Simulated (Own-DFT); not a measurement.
SiC (3C silicon carbide, atoms displaced) (calculated)

All values are calculated (Own-DFT development build). A calculation, not a measurement: plane-wave PBE density functional theory by an unreviewed code, no spin, of a simulated periodic cell, stress positive in tension, free energy of the whole cell less one offset for each atom, forces on such cells passed a denser k mesh, this cell's mesh not checked; offsets are fitted by least squares, one for each functional and potential file, so energies compare only between cells with the same atoms and settings and are not formation energies; the far tail of each file's local potential was reset to the Coulomb form; each entry is a single point on an unrelaxed cell, so the pressure reflects the starting lattice, mostly measured values (interpolated for alloys), from which strain is counted, and rises with the displacements; printed positions are rounded, which can move forces by about a meV/angstrom; the program, named Own-DFT, is a retired in-house code; no spin-orbit coupling.

```cif
# cell vector a (Å): 8.7192 0.0000 0.0000
# cell vector b (Å): 0.0000 8.7192 0.0000
# cell vector c (Å): 0.0000 0.0000 8.7192
data_SiC
_symmetry_space_group_name_H-M 'P 1'
_symmetry_Int_Tables_number 1
_cell_length_a 8.7192
_cell_length_b 8.7192
_cell_length_c 8.7192
_cell_angle_alpha 90.000
_cell_angle_beta 90.000
_cell_angle_gamma 90.000
_cell_volume 662.87
loop_
_atom_site_label
_atom_site_type_symbol
_atom_site_fract_x
_atom_site_fract_y
_atom_site_fract_z
_atom_site_occupancy
Si1 Si 0.98812 0.99778 0.00500 1
Si2 Si 0.99946 0.23511 0.24769 1
Si3 Si 0.24808 0.99022 0.26619 1
Si4 Si 0.24541 0.25524 0.00052 1
C1 C 0.12219 0.12388 0.13720 1
C2 C 0.12937 0.38081 0.37052 1
C3 C 0.38471 0.12347 0.38273 1
C4 C 0.37705 0.38443 0.12789 1
Si5 Si 0.00244 0.00539 0.49664 1
Si6 Si 0.99869 0.25024 0.75275 1
Si7 Si 0.24189 0.99558 0.75555 1
Si8 Si 0.25957 0.24858 0.49625 1
C5 C 0.12240 0.13741 0.61936 1
C6 C 0.12981 0.37628 0.87667 1
C7 C 0.37118 0.12998 0.86826 1
C8 C 0.36904 0.36919 0.61507 1
Si9 Si 0.99747 0.50401 0.99385 1
Si10 Si 0.00633 0.74032 0.23807 1
Si11 Si 0.25212 0.49778 0.25625 1
Si12 Si 0.24204 0.74603 0.99530 1
C9 C 0.12333 0.62713 0.13172 1
C10 C 0.12047 0.87726 0.37702 1
C11 C 0.37420 0.61047 0.37766 1
C12 C 0.37649 0.87923 0.12739 1
Si13 Si 0.99217 0.49710 0.50747 1
Si14 Si 0.00721 0.75618 0.75321 1
Si15 Si 0.24791 0.51257 0.73749 1
Si16 Si 0.24566 0.73514 0.49703 1
C13 C 0.12029 0.63055 0.62658 1
C14 C 0.11155 0.86947 0.88438 1
C15 C 0.38122 0.62631 0.87444 1
C16 C 0.38099 0.87811 0.63143 1
Si17 Si 0.48561 0.99068 0.00572 1
Si18 Si 0.50083 0.24230 0.24860 1
Si19 Si 0.75310 0.99506 0.24896 1
Si20 Si 0.75299 0.24713 0.00415 1
C17 C 0.63651 0.12588 0.11296 1
C18 C 0.62827 0.37474 0.37444 1
C19 C 0.87530 0.12857 0.37287 1
C20 C 0.87127 0.39056 0.12291 1
Si21 Si 0.50942 0.98758 0.51379 1
Si22 Si 0.49870 0.25432 0.74448 1
Si23 Si 0.74019 0.98901 0.74107 1
Si24 Si 0.75369 0.24545 0.51193 1
C21 C 0.62892 0.12269 0.62969 1
C22 C 0.62042 0.37368 0.88611 1
C23 C 0.87792 0.13496 0.86751 1
C24 C 0.87275 0.37531 0.62019 1
Si25 Si 0.50149 0.51226 0.00795 1
Si26 Si 0.50577 0.74592 0.23939 1
Si27 Si 0.74202 0.50036 0.24673 1
Si28 Si 0.76004 0.74698 0.99523 1
C25 C 0.62529 0.62298 0.13064 1
C26 C 0.63591 0.87642 0.38039 1
C27 C 0.87778 0.62600 0.38603 1
C28 C 0.88107 0.86589 0.12010 1
Si29 Si 0.50764 0.50705 0.50234 1
Si30 Si 0.50811 0.74819 0.73951 1
Si31 Si 0.75612 0.51907 0.75369 1
Si32 Si 0.74552 0.74065 0.48922 1
C29 C 0.62708 0.63209 0.63054 1
C30 C 0.61728 0.87565 0.87116 1
C31 C 0.87997 0.62294 0.89160 1
C32 C 0.88786 0.86737 0.62424 1
_calc_functional 'PBE'
_calc_potential_files 'PseudoDojo norm-conserving, scalar-relativistic, standard set'
_calc_wave_cutoff 42  # hartree
_calc_occupations 'Fermi-Dirac'
_calc_smearing_width 0.1  # eV
_calc_hardware 'one NVIDIA H100'
_calc_k_mesh '4 x 4 x 4 centred on Gamma'
_calc_free_energy_of_cell_above_offsets '-2.847'  # eV
_calc_pressure 6.23  # GPa
_calc_stress_xx -6.53  # GPa
_calc_stress_yy -6.1  # GPa
_calc_stress_zz -6.06  # GPa
_calc_stress_yz 0.75  # GPa
_calc_stress_xz 1.84  # GPa
_calc_stress_xy 0.85  # GPa
_calc_wall_time 373  # s
```

Force:
```csv
element,x (eV/Å),y (eV/Å),z (eV/Å)
Si,1.703,1.917,-1.067
Si,-0.563,5.202,1.036
Si,1.395,2.207,-1.724
Si,1.301,-0.547,0.783
C,1.548,-1.877,-2.569
C,-1.621,-1.951,1.538
C,-0.238,-1.831,-0.692
C,-0.316,-1.629,-0.178
Si,-0.498,-0.38,0.972
Si,1.173,1.452,-1.054
Si,0.483,1.383,-0.806
Si,-2.216,0.193,-0.95
C,0.489,-2.073,0.6
C,-1.397,1.431,-1.204
C,-0.495,-1.167,1.597
C,2.276,2.909,1.896
Si,2.449,-2.627,2.858
Si,-2.345,2.312,4.168
Si,-0.589,-0.346,-1.643
Si,1.51,0.172,1.184
C,2.522,-2.23,-2.621
C,0.318,-2.386,0.097
C,1.091,3.252,-0.157
C,-2.088,-2.471,1.349
Si,1.923,0.108,-2.118
Si,-1.895,-1.303,-0.379
Si,1.414,-2.978,2.315
Si,0.865,2.808,-0.161
C,-0.323,-0.774,-0.012
C,2.203,1.729,-0.363
C,-1.091,0.706,-0.893
C,-2.089,-1.9,-0.573
Si,2.997,3.417,-2.976
Si,0.753,1.377,-0.145
Si,0.239,0.847,-0.399
Si,0.792,2.567,-2.057
C,-2.742,-2.653,2.805
C,-0.304,-0.551,0.894
C,-0.843,-1.461,0.875
C,0.76,-2.87,0.061
Si,-0.76,2.464,-2.252
Si,0.001,0.071,1.469
Si,2.962,0.992,1.714
Si,-0.915,0.669,-2.714
C,-0.761,0.312,-0.557
C,0.529,1.324,-1.779
C,-1.369,-2.899,1.837
C,0.003,0.602,2.88
Si,-0.585,-2.813,-1.597
Si,-1.478,1.313,2.79
Si,2.274,-0.743,1.932
Si,-2.984,1.343,1.203
C,1.035,1.642,-1.69
C,-1.957,-0.725,-1.364
C,-0.18,-0.896,-3.168
C,-1.681,0.527,1.438
Si,-0.701,-2.793,-0.27
Si,-2.613,1.328,3.314
Si,-0.807,-3.796,0.642
Si,2.288,1.592,2.253
C,1.014,-1.362,-2.089
C,1.24,-1.134,1.051
C,-0.45,1.846,-4.861
C,-2.661,1.15,-0.47
```
